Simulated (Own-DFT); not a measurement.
# Computed records: GaN (wurtzite, strained, atoms displaced)

All values are calculated (Own-DFT development build). A calculation, not a measurement: plane-wave PBE density functional theory by an unreviewed code, no spin, of a simulated periodic cell, stress positive in tension, free energy of the whole cell less one offset for each atom, forces on such cells passed a denser k mesh, this cell's mesh not checked; offsets are fitted by least squares, one for each functional and potential file, so energies compare only between cells with the same atoms and settings and are not formation energies; the far tail of each file's local potential was reset to the Coulomb form; each entry is a single point on an unrelaxed cell, so the pressure reflects the starting lattice, mostly measured values (interpolated for alloys), from which strain is counted, and rises with the displacements; printed positions are rounded, which can move forces by about a meV/angstrom; the program, named Own-DFT, is a retired in-house code; no spin-orbit coupling.

Entry: GaN (wurtzite, strained, atoms displaced)

```
GaN
1.0
     12.7560     0.0000     0.0000
     -4.7835     8.2853     0.0000
      0.0000     0.0000    10.5774
Ga N Ga N Ga N Ga N Ga N Ga N Ga N Ga N Ga N Ga N Ga N Ga N Ga N Ga N Ga N Ga N Ga N Ga N Ga N Ga N Ga N Ga N Ga N Ga N
2 2 2 2 2 2 2 2 2 2 2 2 2 2 2 2 2 2 2 2 2 2 2 2 2 2 2 2 2 2 2 2 2 2 2 2 2 2 2 2 2 2 2 2 2 2 2 2
Direct
  0.07686 0.21881 0.99459
  0.16299 0.10999 0.25074
  0.08067 0.21993 0.18956
  0.17000 0.11735 0.43534
  0.09066 0.22853 0.49383
  0.16208 0.11012 0.74515
  0.08553 0.22389 0.68872
  0.16531 0.11951 0.93665
  0.08900 0.55293 0.00296
  0.15453 0.43565 0.25048
  0.08221 0.55076 0.19805
  0.17309 0.43997 0.43491
  0.08599 0.55886 0.49820
  0.17046 0.45106 0.74571
  0.08410 0.54422 0.69047
  0.17170 0.44997 0.94670
  0.08373 0.88903 0.99791
  0.15690 0.77624 0.25926
  0.08597 0.88258 0.19737
  0.16162 0.77456 0.43187
  0.07927 0.88376 0.50651
  0.16514 0.77785 0.75062
  0.07883 0.88308 0.69019
  0.16880 0.78545 0.93573
  0.32761 0.21757 0.99628
  0.41718 0.10385 0.25241
  0.33440 0.21256 0.19273
  0.41809 0.11414 0.44242
  0.33371 0.22668 0.49689
  0.40926 0.11122 0.74551
  0.33445 0.22166 0.68431
  0.41954 0.11899 0.94113
  0.32907 0.55227 0.00084
  0.41257 0.44231 0.25517
  0.33521 0.55729 0.18348
  0.41849 0.44237 0.43547
  0.33484 0.56685 0.50291
  0.41247 0.44196 0.74925
  0.33322 0.55738 0.69033
  0.41084 0.44601 0.94041
  0.33620 0.89604 0.99848
  0.41957 0.77905 0.24956
  0.33000 0.89492 0.19416
  0.41626 0.78900 0.43756
  0.34228 0.90074 0.50050
  0.41173 0.77343 0.75415
  0.33016 0.88518 0.68240
  0.41780 0.77659 0.93171
  0.58413 0.22318 0.99264
  0.67140 0.12207 0.23816
  0.58544 0.22203 0.18728
  0.66752 0.10182 0.44154
  0.58373 0.23122 0.49932
  0.67555 0.11790 0.76051
  0.57948 0.22309 0.68717
  0.66706 0.10584 0.93504
  0.58553 0.55586 0.99974
  0.66847 0.45122 0.25039
  0.58357 0.54623 0.18812
  0.66792 0.44569 0.43614
  0.58128 0.55729 0.50249
  0.67556 0.45548 0.75312
  0.58506 0.55460 0.70049
  0.66941 0.44385 0.94653
  0.57818 0.88632 0.00371
  0.65968 0.76743 0.24608
  0.59513 0.89230 0.18500
  0.66415 0.76546 0.42827
  0.58649 0.89197 0.50437
  0.66379 0.78035 0.75273
  0.58000 0.89573 0.68736
  0.66394 0.76464 0.94065
  0.82733 0.22278 0.00234
  0.91397 0.10659 0.25193
  0.84089 0.22500 0.19013
  0.91474 0.11333 0.44693
  0.82388 0.21016 0.50187
  0.92052 0.11391 0.74385
  0.82936 0.21314 0.69046
  0.91918 0.10873 0.93411
  0.83189 0.55223 0.00879
  0.91689 0.44282 0.26001
  0.83485 0.56181 0.18596
  0.91771 0.43848 0.43491
  0.83393 0.55471 0.50457
  0.91097 0.43867 0.75383
  0.84422 0.56861 0.68703
  0.90772 0.43477 0.93622
  0.83527 0.88618 0.99472
  0.91369 0.77909 0.25725
  0.82796 0.88294 0.18643
  0.91210 0.77617 0.43912
  0.84027 0.89858 0.50251
  0.91323 0.77710 0.74336
  0.83169 0.89294 0.69188
  0.91604 0.77576 0.94782
```

- functional: PBE
- potential files: PseudoDojo norm-conserving, scalar-relativistic, standard set with the stringent files for Ga
- wave cutoff: 96 hartree
- occupations: Gaussian
- smearing width: 0.01 eV
- k mesh: 3 x 4 x 3 centred on Gamma
- free energy of cell above offsets: -5.687 eV
- pressure: 3.32 GPa
- stress xx: -5.3 GPa
- stress yy: -5.37 GPa
- stress zz: 0.7 GPa
- stress yz: 0.51 GPa
- stress xz: -0.84 GPa
- stress xy: 0.85 GPa

Force:
```csv
element,x (eV/Å),y (eV/Å),z (eV/Å)
Ga,0.636,0.869,1.109
Ga,1.153,-0.18,-0.332
N,-0.091,-0.54,-0.571
N,-0.154,-1.399,0.639
Ga,-0.87,-0.93,1.139
Ga,0.874,0.08,0.651
N,-0.108,0.501,-0.819
N,0.403,-1.409,-0.493
Ga,-1.805,0.663,0.431
Ga,2.328,0.644,0.122
N,-0.987,0.973,-1.513
N,-1.157,1.462,0.202
Ga,0.285,-0.899,0.325
Ga,0.508,-1.463,1.406
N,-2.125,1.501,-0.713
N,-1.189,-1.346,-1.801
Ga,-0.384,0.351,1.004
Ga,2.588,-0.707,-1.397
N,-2.829,1.399,-1.795
N,0.501,0.619,2.855
Ga,0.338,0.647,-1.204
Ga,0.396,-0.678,-0.19
N,0.224,0.701,-0.239
N,0.44,-0.954,0.254
Ga,0.41,1.118,1.36
Ga,-0.105,1.473,0.319
N,-1.22,0.982,-0.627
N,-0.144,0.554,-0.734
Ga,0.298,-0.467,0.161
Ga,1.845,-0.295,0.71
N,-1.607,0.266,-0.102
N,-0.328,-0.8,-1.254
Ga,1.324,1.01,0.595
Ga,0.546,-0.503,-1.466
N,-0.49,-0.126,1.084
N,-0.85,1.03,1.091
Ga,0.751,-0.396,-0.632
Ga,0.703,0.105,0.944
N,0.438,-0.088,-0.814
N,1.271,-0.574,-0.674
Ga,0.049,-0.38,0.804
Ga,-0.55,0.267,-0.209
N,0.962,-2.11,-1.187
N,1.414,-1.135,-0.221
Ga,-1.41,-0.884,-0.048
Ga,0.436,1.241,-1.003
N,-0.285,0.194,0.92
N,-0.851,0.24,1.483
Ga,0.023,-0.141,1.093
Ga,0.809,-1.291,1.744
N,-0.53,0.438,-0.482
N,-1.694,1.307,-1.53
Ga,0.993,-1.108,0.515
Ga,-2.186,-1.03,-2.085
N,0.982,0.65,0.665
N,-0.656,0.006,1.565
Ga,-0.885,-1.573,0.622
Ga,0.87,-1.042,0.096
N,-1.656,0.557,-0.52
N,0.151,0.44,0.46
Ga,0.734,-0.352,0.364
Ga,-0.38,-1.406,0.306
N,-0.68,0.402,-1.582
N,-0.112,0.188,-1.446
Ga,1.184,-0.543,-0.62
Ga,1.138,0.132,0.175
N,-2.222,0.275,0.025
N,-0.286,1.613,1.673
Ga,0.032,-1.132,-0.534
Ga,-0.354,-0.014,0.22
N,0.702,-0.69,0.738
N,-0.484,2.393,-0.646
Ga,1.771,-0.656,0.239
Ga,0.129,-0.674,0.181
N,-0.992,0.166,-0.597
N,1.172,0.379,-1.205
Ga,0.649,1.445,0.418
Ga,-0.151,0.073,1.042
N,0.444,1.504,-0.603
N,-1.646,-0.02,-0.208
Ga,0.444,0.584,-0.78
Ga,-0.636,0.373,-1.814
N,0.641,-0.827,1.681
N,-0.577,0.202,2.15
Ga,0.036,-0.306,-1.066
Ga,1.063,0.154,-0.444
N,-0.498,-2.236,-0.084
N,0.936,1.288,0.488
Ga,-0.928,0.196,0.967
Ga,0.29,0.148,-1.191
N,0.502,0.626,0.149
N,0.661,0.196,0.756
Ga,-1.172,-1.579,-0.113
Ga,-0.125,1.288,2.082
N,0.246,-0.596,-0.681
N,0.669,-0.434,-1.757
```
